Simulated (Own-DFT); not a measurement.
# Which defects push the lattice out? grey tin

The numbers are computed, not measured, by runs of the plane-wave DFT program Own-DFT (in-house, retired, unreviewed) at fixed positions, with no spin and no spin-orbit coupling.

Settings: PBE; PseudoDojo norm-conserving scalar-relativistic files; cutoff 42 hartree; 3 x 3 x 3 k mesh centred on Gamma; cold (Marzari-Vanderbilt) smearing of 0.2 eV.

Known weak points (not all hold for every row): not probed for a lower state with spin; forces on such cells moved up to 12 meV/angstrom on a denser k mesh; stress not checked against mesh or cutoff.

All runs share one cell, with vectors in Å (12.978, 0.000, 0.000); (0.000, 12.978, 0.000); (0.000, 0.000, 12.978) and a volume of 2185.9 Å³. The atoms are randomly displaced, by u rms on each axis. The defect's site can differ from row to row.

| cell | formula | u (Å) | P (GPa) |
|---|---|---|---|
| no defect | Sn64 | 0.0196 | 3.38 |
| no defect | Sn64 | 0.0476 | 3.59 |
| no defect | Sn64 | 0.0482 | 3.64 |
| one Sn vacancy | Sn63 | 0.0294 | 3.22 |
| one Sn vacancy | Sn63 | 0.0316 | 3.24 |
| one Sn vacancy | Sn63 | 0.0468 | 3.41 |
| two Sn vacancies | Sn62 | 0.0279 | 3.11 |
| two Sn vacancies | Sn62 | 0.0284 | 3.05 |
| two Sn vacancies | Sn62 | 0.0471 | 3.38 |
| two Sn vacancies | Sn62 | 0.0510 | ? |

## Working it out

P = P0 + c u² + a shift for each defect gives P0 = 3.29 GPa, c = 149 ± 19 GPa/Å² and a scatter of 0.04 GPa. The shifts, and each times the cell's volume:

- one Sn vacancy: -0.20 ± 0.03 GPa, -2.7 eV
- two Sn vacancies: -0.30 ± 0.04 GPa, -4.1 eV (-2.0 eV for each of its 2 sites)

Positive is outwards. The product with the volume (160.2 GPa Å³ to the eV) is nearly free of the cell's size; divided by the bulk modulus at the cell's pressure it gives the volume that the defect adds. The atoms around the defects weren't relaxed, which would change these numbers.

## Check

The question: what pressure belongs in the blank (two Sn vacancies, u = 0.0510 Å)?

From the fit: 3.38 ± 0.05 GPa. The calculation gave 3.33 GPa.
